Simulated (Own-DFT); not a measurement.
# Response to strain: diamond silicon, 64 atoms (Si64)

Calculated results; nothing here was measured. They come from Own-DFT, an in-house plane-wave density functional program, since retired, whose code no person has reviewed. Each row is one single-point run on a periodic cell that was not relaxed, without spin or spin-orbit coupling.

Settings of every run: PBE; PseudoDojo norm-conserving scalar-relativistic files; cutoff 20 hartree; 3 x 3 x 3 k mesh centred on Gamma; Fermi-Dirac smearing of 0.1 eV.

Known limits: k mesh not checked against a denser one; stress not checked against mesh or cutoff.

Unstrained cell vectors in Å: (10.862, 0.000, 0.000); (0.000, 10.862, 0.000); (0.000, 0.000, 10.862). The unstrained cell has measured lattice constants (interpolated for alloys), not those of this functional. That, the random moves and any unrelaxed bonds set the pressure at no strain. Each run strains this cell uniformly, with the atoms carried along. Every atom was also moved at random, by a Gaussian of width 0.05 Å on each axis. Strain is the symmetric tensor, in per cent. Stress is positive in tension, and the pressure is minus a third of its trace.

```
run  e_xx (%)  e_yy (%)  e_zz (%)  e_yz (%)  e_xz (%)  e_xy (%)  s_xx (GPa)  s_yy (GPa)  s_zz (GPa)  s_yz (GPa)  s_xz (GPa)  s_xy (GPa)  P (GPa)  E (meV/atom)
  1      1.53     -0.43     -0.52     -1.84      1.01      1.03       -0.78       -2.66       -2.86       -3.95        1.47        2.40     2.10          10.4
  2     -1.65     -1.45      0.89      1.72     -1.01     -1.07       -5.84       -5.84       -3.27        2.88       -2.56       -2.69     4.98          30.1
  3      0.69      0.79      1.48     -0.48      0.33     -1.55       -0.03       -0.01        0.63       -0.45       -0.26       -2.68    -0.19           1.0
  4      1.70     -1.02     -1.73      0.91     -1.94     -0.30       -1.83       -4.34       -5.04        2.07       -2.79       -1.02     3.74          26.3
  5     -0.31      1.66      0.46      1.94      2.00      1.88       -2.29       -0.63       -1.56        3.64        4.12        3.13     1.49          34.2
  6      0.59      0.36      0.14      1.56      0.16     -0.50       -1.52       -1.59       -1.77        3.16       -0.71       -0.19     1.63          11.3
  7     -1.26     -0.47      1.40     -1.46      1.81     -1.57       -4.30       -3.89       -1.80       -1.96        4.43       -3.30     3.33          32.6
  8      0.08     -1.33     -1.64     -1.18     -0.64      0.25       -4.74       -5.99       -6.25       -3.09       -1.41       -0.57     5.66          27.3
  9      0.18     -0.96      0.78     -1.29      1.98      1.05       -2.66       -3.56       -2.05       -2.18        3.83        2.49     2.76          17.9
 10      0.52      0.60      0.00      0.80     -1.71      1.32       -1.67       -1.84       -2.18        1.46       -3.70        3.52     1.90          27.9
 11     -1.46      1.28      1.62      0.59      1.18      1.12       -2.98       -0.66       -0.28        0.01        2.57        2.04     1.31          11.3
 12     -1.95     -0.63      0.40      0.93     -0.43     -1.35       -6.07       -4.95       -3.71        1.05       -0.77       -3.29     4.91          27.3
 13      0.33     -0.42      1.73      1.53      1.34     -1.23       -1.53       -2.03       -0.17        2.84        1.99       -2.15     1.24          19.6
 14     -1.37     -1.05     -1.48     -0.59      1.45     -1.19       -7.06       -6.56       -7.05       -1.18        4.82       -2.19     6.89          33.9
 15     -1.97     -0.82      1.48     -1.33      1.84      1.67       -6.20       -5.00       -2.88       -3.51        5.05        4.80     4.69          60.1
 16      1.81      0.81      1.27     -1.30      0.48      0.43        1.42        0.57        0.92       -2.57        1.20        0.12    -0.97           0.0
 17     -1.50      1.36     -1.10     -0.18     -0.78     -1.01           ?           ?           ?           ?           ?           ?        ?             ?
```

E is the free energy for each atom above the lowest run shown.

## Worked fit

Each stress component was fitted by least squares to a constant and the strains of the runs shown, as fractions, with shears doubled. Shear strains stay in the fit of a normal stress only where such slopes are resolved. The slopes, in GPa:

```
stress,at no strain,per e_xx,per e_yy,per e_zz,scatter
s_xx,-2.9,168 ± 5,66 ± 7,69 ± 6,0.24
s_yy,-2.9,80 ± 5,151 ± 7,70 ± 6,0.21
s_zz,-2.9,72 ± 5,61 ± 7,162 ± 6,0.22
```

Each shear stress against twice its own strain: yz 97 ± 6, xz 106 ± 11, xy 107 ± 10 GPa. These are stiffnesses along x, y and z of the frame in which the cell vectors are given, which need not be the crystal's axes. The atoms are held to the strained lattice; where symmetry lets them move under strain, relaxing them would lower some slopes. The table should be nearly symmetric about its diagonal, and what it lacks of that shows the noise. A ninth of its sum, 100 ± 3 GPa, estimates the bulk modulus near the mean pressure of these runs, 2.8 GPa, so it lies above the value at zero pressure.

## Withheld run

Question: what normal stresses and pressure should run 17 give?

The fit gives s_xx = -5.3, s_yy = -2.8, s_zz = -4.9 and P = 4.3 GPa. The calculation gave -4.67, -2.11, -4.59 and P = 3.79 GPa.
